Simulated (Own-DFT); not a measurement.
Simulation results for Hf36O71 (tetragonal hafnia with one neutral oxygen vacancy, atoms displaced)

Computed with Own-DFT development build. A calculation, not a measurement: plane-wave PBE and HSE06 DFT by an unreviewed code, no spin, of a simulated cell at Gamma alone, so results move with cell size and shape, stress positive in tension, energies less offsets, not probed for a lower state with spin; hafnium file: forces about 75 meV/angstrom off all-electron values; oxygen file: force components 24 meV/angstrom off all-electron in a glass; k mesh not checked against a denser one; forces and stress are PBE's, HSE06 gives the energy alone, and its difference from PBE has offsets of its own; offsets are fitted by least squares, one for each functional and potential file, so energies compare only between cells with the same atoms and settings and are not formation energies; the far tail of each file's local potential was reset to the Coulomb form; each entry is a single point on an unrelaxed cell, so the pressure reflects the starting lattice, taken from the Materials Project, from which strain is counted, and rises with the displacements; printed positions are rounded, which can move forces by about a meV/angstrom; the program is a retired in-house code; no spin-orbit coupling.

Common to all runs: first functional PBE; second functional HSE06; exact exchange share 0.25; screening 0.11 1/bohr; exchange divergence Gygi-Baldereschi; potential files PseudoDojo norm-conserving, scalar-relativistic, made for PBE, standard set; wave cutoff 48 hartree; occupations fixed; k mesh 1 x 1 x 1 centred on Gamma.

(1) 
```xyz
107
Lattice="10.7800 0.0000 0.0000 0.0000 10.7800 0.0000 0.0000 0.0000 10.4493" Properties=species:S:1:pos:R:3:force_x:R:1:force_y:R:1:force_z:R:1 formula=Hf36O71 PBE_energy_of_cell_above_offsets=-84.212 HSE06_less_PBE_above_offsets=0.690 PBE_pressure=6.33 PBE_stress_xx=-6.54 PBE_stress_yy=-6.81 PBE_stress_zz=-5.64 PBE_stress_yz=1.23 PBE_stress_xz=0.64 PBE_stress_xy=0.11
Hf    10.7499    10.7616    10.3407      0.076      2.981      3.026
Hf     1.9254     1.7654     2.6664     -2.489      1.181     -2.149
O      0.0113     1.8431     1.5353      0.288     -0.209      2.461
O      2.0188     0.0226     3.5568     -0.843     -1.785      0.843
O      0.0275     1.7886     4.2090     -0.411     -0.009     -0.041
O      1.8441    10.7464     1.0307     -1.544      0.088      0.053
Hf    10.6787    10.7343     5.2420      2.578       1.32      0.394
Hf     1.7406     1.8631     7.8450      0.452     -1.581      0.089
O      0.0389     1.7196     6.8009     -1.687      0.173      0.248
O      1.9137    10.7149     8.7547     -1.373      1.912      1.363
O      0.0544     1.9249     9.5395     -0.595      -2.94     -1.884
O      1.8734     0.0138     6.3072     -0.352     -1.067     -2.481
Hf    10.7644     3.7113    10.4290      1.512     -8.662      5.963
Hf     1.7712     5.3832     2.7659     -1.086      0.723     -2.015
O      0.0436     5.3317     1.5322     -0.329      0.445      0.465
O      1.9086     3.6435     3.6458      0.319     -1.847      0.237
O     10.7458     5.1676     4.1043      -0.08      3.332      0.564
Hf    10.7674     3.6271     5.2411      0.974     -2.507      1.922
Hf     1.9002     5.4297     7.7863      0.215     -1.732     -0.227
O     10.7067     5.4862     6.9536      2.386      0.351     -1.678
O      1.8032     3.5425     8.9017      0.773      1.039     -0.023
O      0.0348     5.1163     9.4794      0.327      11.74     -5.336
O      1.8775     3.5727     6.2496     -1.638      0.812     -0.681
Hf    10.7545     7.0788    10.3675      -0.82      1.237       1.82
Hf     1.7664     9.0358     2.5648      0.174     -0.621      -0.22
O     10.6267     8.9398     1.5673      3.535      0.029     -0.079
O      1.7285     7.1478     3.6434     -0.883      1.258     -0.004
O     10.6941     8.9542     4.2120      1.192       0.26      1.311
O      1.8409     7.1062     0.9802      -4.79      0.968      1.566
Hf    10.6827     7.2373     5.2921      1.928     -0.797     -1.406
Hf     1.8301     8.9304     7.8644      2.945      2.422     -0.877
O      0.0140     8.9665     7.0081     -0.255     -1.008      -3.28
O      1.8206     7.1884     8.7732       -0.9      -1.31      2.439
O     10.7340     9.1501     9.4393       0.33     -4.933     -1.127
O      1.8601     7.0853     6.2971     -1.887      0.658     -1.234
Hf     3.5648     0.1111     0.0123     -0.811     -2.674     -1.783
Hf     5.4902     1.7330     2.6782     -1.907      0.924     -0.468
O      3.6415     1.8302     1.6040       0.52      0.062     -0.642
O      5.4279    10.7651     3.7169     -0.103      0.177     -0.634
O      3.5889     1.7648     4.0844      0.709      1.333      0.948
O      5.3913    10.7667     0.8831     -0.337      0.236      2.302
Hf     3.7141     0.0826     5.1423     -2.733     -2.397      1.797
Hf     5.3696     1.6732     7.7900     -0.705      6.563     -2.755
O      3.5140     1.8517     6.9204      1.699     -0.562     -2.589
O      5.4116     0.2001     8.7625      1.414      -7.52      2.765
O      3.7875     1.6404     9.2731     -1.983      2.916       2.75
O      5.4486    10.7386     6.2803     -0.777     -0.117     -1.015
Hf     3.6525     3.4795     0.0834     -1.093     -0.404     -2.928
Hf     5.2553     5.3153     2.5053      3.572       1.76      1.165
O      3.5022     5.4472     1.6921      0.342     -0.885     -0.996
O      5.5529     3.5243     3.6565     -1.717      1.323         -1
O      3.6029     5.4735     4.2471      0.124     -2.914     -1.976
O      5.4529     3.5334     0.9392     -0.439      0.968      1.304
Hf     3.5795     3.6202     5.0629      1.204     -0.121      3.395
Hf     5.3501     5.4797     7.8798       0.23     -2.828       0.86
O      3.5865     5.4240     6.7254      0.354     -0.699      0.975
O      5.3152     3.5668     8.7873      0.377     -0.029      0.298
O      3.5641     5.2768     9.4916     -0.629       0.96      0.079
O      5.4482     3.5917     6.2347     -0.004     -0.279     -2.034
Hf     3.4118     7.0855     0.0628      5.861      1.602     -3.163
Hf     5.3586     8.9636     2.5197     -0.325     -2.299      1.836
O      3.6490     9.0409     1.5733     -2.065     -0.251      0.048
O      5.3942     7.1298     3.6928     -0.336       0.18     -0.925
O      3.6281     8.8604     4.1363     -0.065      2.226      0.185
O      5.3418     7.2299     1.0439     -0.152     -0.833      0.261
Hf     3.7659     7.1560     5.1977     -4.692       2.11     -0.875
Hf     5.4492     8.9535     7.7161     -1.518      0.621      4.172
O      3.7278     8.8477     6.7870     -1.509      0.442     -0.149
O      5.2626     7.1368     8.9406      0.339      1.263     -1.354
O      3.5238     9.0640     9.4295      0.242     -1.145      0.512
O      5.2920     7.0667     6.2198      3.653      0.754      3.181
Hf     7.1186     0.0271     0.0712      2.581     -1.781     -2.164
Hf     9.0697     1.8836     2.6973      1.481     -3.102     -3.124
O      7.1172     1.8566     1.7119       2.55     -0.615     -2.252
O      9.0213    10.6574     3.5990      0.043      5.251      3.192
O      7.1332     1.8721     4.0926      1.212     -3.769       0.19
O      8.9724    10.7210     1.1999     -1.063      1.352     -2.821
Hf     7.1402    10.7157     5.1318       0.94     -0.243      0.172
Hf     8.9142     1.7079     7.9337      1.055       2.26     -1.747
O      7.2279     1.6520     6.6603      0.798      0.907      0.382
O      8.9130     0.0318     8.8078      0.711     -1.761      0.976
O      7.2356     1.7886     9.3785      0.425     -0.306      0.439
O      9.0094    10.7410     6.2316     -0.953     -0.841     -0.036
Hf     7.2540     3.4620    10.4151     -0.579      3.128     -0.856
Hf     8.9916     5.2914     2.6180     -0.801      3.707     -1.088
O      7.2271     5.4406     1.5159     -0.742     -0.415      0.068
O      9.0185     3.5835     3.6017     -0.869     -0.065      2.016
O      7.1667     5.5299     4.0646      1.002     -3.015      0.735
O      8.9839     3.5471     1.0341     -0.792      0.091      0.683
Hf     7.2353     3.4367     5.1332     -1.744      3.374      3.133
Hf     8.9726     5.3825     7.7822     -3.236      -0.96      1.282
O      7.0877     5.4893     6.7825      1.049      -0.29     -0.155
O      9.0666     3.6852     8.8530     -1.243     -2.065      0.242
O      7.1419     5.3333     9.2769      0.144     -0.121      1.844
O      9.0532     3.6520     6.3133     -1.095      0.028     -1.303
Hf     7.2701     7.1184     0.0896     -1.611     -0.031     -1.246
Hf     8.8820     9.0870     2.5980      0.907     -3.351     -0.899
O      7.1446     8.9143     1.6959     -0.522      0.448     -2.855
O      8.9408     7.2833     3.4785      1.473     -3.011      1.933
O      7.2004     8.9699     4.1003     -0.694      0.311      2.391
O      9.0103     7.2164     1.0655      0.798     -1.037     -2.031
Hf     7.0493     6.9943     5.3467      0.499      0.896     -3.794
Hf     8.9390     8.8565     7.5864      0.125      1.099      5.209
O      7.2116     8.9903     6.8426      -1.68     -0.094     -3.118
O      8.7813     7.1663     8.8953      2.197      0.192     -0.406
O      7.0938     9.0325     9.3357     -0.013      0.068      1.658
O      8.8186     7.0933     6.2801      2.871      1.361     -0.223
```

Units: PBE_energy_of_cell_above_offsets, HSE06_less_PBE_above_offsets in eV; PBE_pressure, PBE_stress_xx, PBE_stress_yy, PBE_stress_zz, PBE_stress_yz, PBE_stress_xz, PBE_stress_xy in GPa; force_x, force_y, force_z in eV/Å.

(2) 
```xyz
107
Lattice="10.7800 0.0000 0.0000 0.0000 10.7800 0.0000 0.0000 0.0000 10.4493" Properties=species:S:1:pos:R:3 formula=Hf36O71
Hf    10.7742     0.0154    10.4014
Hf     1.7794     1.8208     2.6670
O     10.6998     1.7314     1.6056
O      1.8157     0.0720     3.7104
O     10.6694     1.7296     4.2109
O      1.8076     0.0220     1.0763
Hf     0.0321    10.7699     5.2239
Hf     1.8111     1.8369     7.8094
O      0.0733     1.8168     6.7733
O      1.7711     0.0294     8.8704
O      0.0002     1.8544     9.3925
O      1.7886    10.7220     6.2098
Hf    10.7434     3.6017     0.0223
Hf     1.7636     5.4863     2.5849
O     10.7735     5.3830     1.5477
O      1.8083     3.5896     3.6592
O     10.7781     5.3072     4.2243
Hf     0.0024     3.6227     5.2186
Hf     1.8210     5.3992     7.8196
O      0.0823     5.3666     6.9022
O      1.7457     3.5371     8.8241
O     10.7039     5.4394     9.3884
O      1.7799     3.6132     6.2527
Hf    10.7691     7.0697     0.0892
Hf     1.7594     9.0182     2.5967
O     10.7173     9.0035     1.5307
O      1.8038     7.2144     3.6106
O     10.7325     9.0106     4.2619
O      1.7737     7.2308     1.0329
Hf    10.7467     7.1940     5.2525
Hf     1.7455     9.0202     7.7145
O      0.0177     8.9861     6.8245
O      1.8440     7.2099     8.8006
O      0.0377     8.8856     9.3691
O      1.7793     7.2559     6.3242
Hf     3.4994    10.7047    10.4052
Hf     5.2552     1.7587     2.6553
O      3.6371     1.7706     1.6385
O      5.3736     0.0248     3.6139
O      3.7386     1.7609     4.2799
O      5.3471    10.7706     1.0457
Hf     3.6204    10.7308     5.2092
Hf     5.4201     1.8252     7.8273
O      3.6367     1.7893     6.7994
O      5.3847     0.0005     8.7735
O      3.5551     1.7347     9.3898
O      5.3017    10.7498     6.2225
Hf     3.5366     3.6828     0.0198
Hf     5.4379     5.3408     2.6394
O      3.6179     5.3138     1.6551
O      5.3255     3.5420     3.6033
O      3.5320     5.3846     4.2634
O      5.3898     3.5996     1.0501
Hf     3.5703     3.6384     5.1687
Hf     5.3512     5.4059     7.7668
O      3.6865     5.3237     6.8422
O      5.4235     3.4651     8.7798
O      3.5114     5.5180     9.4579
O      5.3230     3.5957     6.2159
Hf     3.6787     7.2567    10.3709
Hf     5.3903     8.9413     2.6207
O      3.5429     8.9668     1.5611
O      5.4235     7.1254     3.5818
O      3.4993     8.9711     4.2772
O      5.3454     7.1418     1.0115
Hf     3.6548     7.1754     5.2271
Hf     5.4646     8.8667     7.7887
O      3.6219     8.9266     6.7709
O      5.4832     7.1775     8.8125
O      3.5997     9.0408     9.4040
O      5.3182     7.2293     6.2414
Hf     7.1885     0.0903     0.0052
Hf     8.9571     1.7749     2.6200
O      7.0314     1.6769     1.5758
O      9.0049     0.1370     3.5291
O      7.1546     1.8127     4.2041
O      8.9119    10.7413     1.0295
Hf     7.1901    10.7455     5.3137
Hf     8.9282     1.8963     7.9698
O      7.1821     1.8049     6.9105
O      8.9969     0.0329     8.8925
O      7.2447     1.7797     9.4604
O      8.9709    10.7274     6.2680
Hf     7.1221     3.5853     0.0136
Hf     8.8976     5.3613     2.6149
O      7.3450     5.4426     1.5981
O      8.9705     3.5631     3.6531
O      7.2223     5.3368     4.1580
O      8.9551     3.6031     1.0103
Hf     7.1453     3.5307     5.2926
Hf     9.0070     5.3357     7.8133
O      7.1768     5.4990     6.8556
O      8.9295     3.5594     8.8126
O      7.1770     5.3540     9.4346
O      8.9372     3.6016     6.2624
Hf     7.1730     7.2119    10.3608
Hf     9.0049     8.9377     2.6812
O      7.2024     9.0873     1.6813
O      8.9544     7.1385     3.6836
O      7.2613     9.0280     4.2196
O      9.0028     7.1559     1.0096
Hf     7.2164     7.1541     5.2333
Hf     8.9344     8.9864     7.8843
O      7.1272     9.0843     6.8833
O      9.0062     7.1545     8.8364
O      7.1294     9.0464     9.4679
O      8.9873     7.2243     6.3705
```

Q: What PBE pressure does the calculation give for Hf36O71 (tetragonal hafnia with one neutral oxygen vacancy, atoms displaced) (entry 2)?
A: 2.91 GPa

Q: Give the missing PBE stress yy for Hf36O71 (tetragonal hafnia with one neutral oxygen vacancy, atoms displaced) (entry 2).
A: -3.12 GPa

Further results for Hf36O71 (tetragonal hafnia with one neutral oxygen vacancy, atoms displaced) (entry 2):

* PBE energy of cell above offsets: -96.050 eV
* HSE06 less PBE above offsets: 0.099 eV
* PBE stress xx: -2.09 GPa
* PBE stress zz: -3.51 GPa
* PBE stress yz: -0.23 GPa
* PBE stress xz: -1.29 GPa
* PBE stress xy: -0.08 GPa

Force:
```tsv
element	x (eV/Å)	y (eV/Å)	z (eV/Å)
Hf	-0.42	-0.927	0.162
Hf	-0.264	-0.745	-0.914
O	1.782	0.831	-0.532
O	-0.318	-0.863	-0.89
O	1.043	1.78	-0.063
O	-0.983	-0.232	-0.046
Hf	-0.652	1.411	0.963
Hf	0.938	-1.181	-0.24
O	-1.458	-0.07	0.436
O	-0.537	-0.432	-0.142
O	-0.526	-0.239	0.791
O	0.456	-0.132	0.574
Hf	0.726	-0.072	-0.152
Hf	0.526	-0.857	0.047
O	0.195	-0.452	0.51
O	-0.081	0.071	-0.845
O	0.294	2.388	-0.157
Hf	-0.366	-2.452	0.46
Hf	0.485	0.62	1.035
O	-1.9	0.108	-1.471
O	0.595	2.237	1.215
O	0.292	-1.937	0.346
O	0.768	0.367	-0.404
Hf	0.288	2.177	-1.702
Hf	0.251	0.505	-0.535
O	0.771	0.017	1.228
O	-0.701	0.076	0.382
O	-0.158	-1.229	-1.061
O	0.942	-0.652	0.206
Hf	0.822	-0.016	0.525
Hf	1.174	-0.394	1.89
O	-1.926	-0.138	-0.814
O	0.174	-0.41	0.114
O	-0.497	1.094	0.817
O	0.211	-1.123	-1.867
Hf	1.663	2.118	0.449
Hf	2.349	-0.67	-0.275
O	-3.18	1.141	-0.837
O	-0.067	-2.529	0.588
O	-1.149	0.907	-0.595
O	-0.654	-0.899	-0.939
Hf	-0.442	0.994	0.803
Hf	-2.467	-3.274	-0.453
O	-1.025	0.259	0.205
O	0.495	-0.291	0.124
O	-0.016	1.536	1.24
O	2.314	-0.097	-0.172
Hf	-0.101	-1.541	-0.04
Hf	0.085	-1.001	-0.934
O	-0.828	-0.331	-0.193
O	0.162	2.019	0.586
O	0.343	1.062	-0.798
O	-0.185	0.964	-0.845
Hf	-0.206	-2.239	0.895
Hf	1.89	-1.538	1.524
O	-2.312	0.539	-0.772
O	-0.087	3.945	1.673
O	0.834	-2.588	-0.411
O	1.462	0.454	0.087
Hf	-2.417	1.383	0.805
Hf	0.08	2.266	-1.168
O	0.47	-0.291	0.756
O	-0.074	0.629	1.208
O	0.648	-1.059	-1.607
O	1.513	0.131	-0.167
Hf	-2.609	1.225	0.051
Hf	-3.287	3.754	1.038
O	-0.038	-0.048	0.578
O	-0.393	-0.932	0.963
O	0.397	-1.869	-0.524
O	2.576	-0.57	0.04
Hf	-1.377	-1.043	1.72
Hf	-1.43	1.336	-1.003
O	1.653	1.085	0.136
O	-0.269	-4.17	1.816
O	0.064	-0.203	1.385
O	1.421	0.386	-0.751
Hf	-0.654	1.392	-0.894
Hf	1.587	-3.369	-2.423
O	0.577	0.145	-1.395
O	0.241	-0.471	-0.14
O	0.22	1.557	-0.624
O	0.162	-0.184	-0.339
Hf	0.211	-0.524	0.294
Hf	2.673	-0.997	1.239
O	-4.4	-0.142	-1.231
O	0.072	0.599	-0.18
O	-0.603	0.467	1.045
O	-0.176	-0.182	-0.379
Hf	0.27	-0.746	-1.436
Hf	0.232	1.041	0.677
O	-0.348	-0.015	-0.921
O	0.161	2.677	1.699
O	-0.179	0.234	0.181
O	0.445	0.545	0.304
Hf	0.993	-0.24	0.94
Hf	-0.658	1.911	-1.326
O	-0.505	-1.523	0.054
O	0.196	0.197	0.574
O	-0.258	-1.213	0.901
O	-1.052	0.54	0.449
Hf	0.391	-0.251	-0.389
Hf	1.847	0.491	0.496
O	1.889	-0.742	-1.498
O	-1.343	0.281	0.32
O	0.542	-1.411	-0.42
O	-0.294	-0.14	-1.636
```
